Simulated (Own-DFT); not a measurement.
# Biaxial strain at fixed height in wurtzite AlGaN with randomly placed atoms, 72 atoms (Al9Ga27N36)

Calculated, not measured: single-point runs of Own-DFT, a retired in-house plane-wave DFT program that no person has reviewed, on unrelaxed cells, without spin or spin-orbit coupling.

Method: PBE; PseudoDojo norm-conserving scalar-relativistic files; cutoff 42 hartree; 4 x 4 x 3 k mesh centred on Gamma; Fermi-Dirac smearing of 0.1 eV.

Caveats: forces on such cells passed a denser k mesh, each cell not checked; stress not checked against mesh or cutoff.

Unstrained cell vectors in Å: (9.509, 0.000, 0.000); (-4.755, 8.235, 0.000); (0.000, 0.000, 10.268). The unstrained cell has measured lattice constants (interpolated for alloys), not those of this functional. That, the random moves and any unrelaxed bonds set the pressure at no strain. Each run strains x and y alike by e, as a substrate would, and holds the height along z. All atoms carry random offsets, Gaussian with a width of 0.05 Å per axis. The random placing of the alloy's atoms differs from row to row. Stress is positive in tension.

```
e (%)  u (Å)  (s_xx + s_yy)/2 (GPa)  s_zz (GPa)
-2.25  0.052                 -20.84      -12.43
-1.50  0.047                      ?           ?
-1.25  0.055                 -15.64      -10.06
-0.75  0.054                 -12.35       -9.62
-0.25  0.050                  -8.73       -7.68
 1.00  0.053                  -3.01       -6.05
 1.50  0.044                   1.04       -5.66
 2.00  0.055                   2.61       -5.32
 2.75  0.050                   5.41       -3.26
 3.00  0.051                   7.38       -5.22
```

## Working it out

With e as a fraction, the in-plane stress is -7.8 + 554 e - 1855 e² GPa (errors 15 and 861, scatter 0.64), and s_zz is -8.2 + 152 e GPa (slope ± 16, scatter 0.85). At e = 0 the first slope is C11 + C12 and the second 2 C13, both with the ions held to the strained lattice and at the cell's own pressure. A free layer would change its height as e changes, and the in-plane slope would drop by 2 C13²/C33 to the biaxial modulus. At fixed height, a misfit of 1 % moves the in-plane stress by about 5.5 GPa and s_zz by 1.5 GPa.

## Test on the hidden row

Question: what are the two stresses at e = -1.50 %?

Estimate: -16.5 and -10.5 GPa. DFT gave -15.43 and -10.06 GPa.
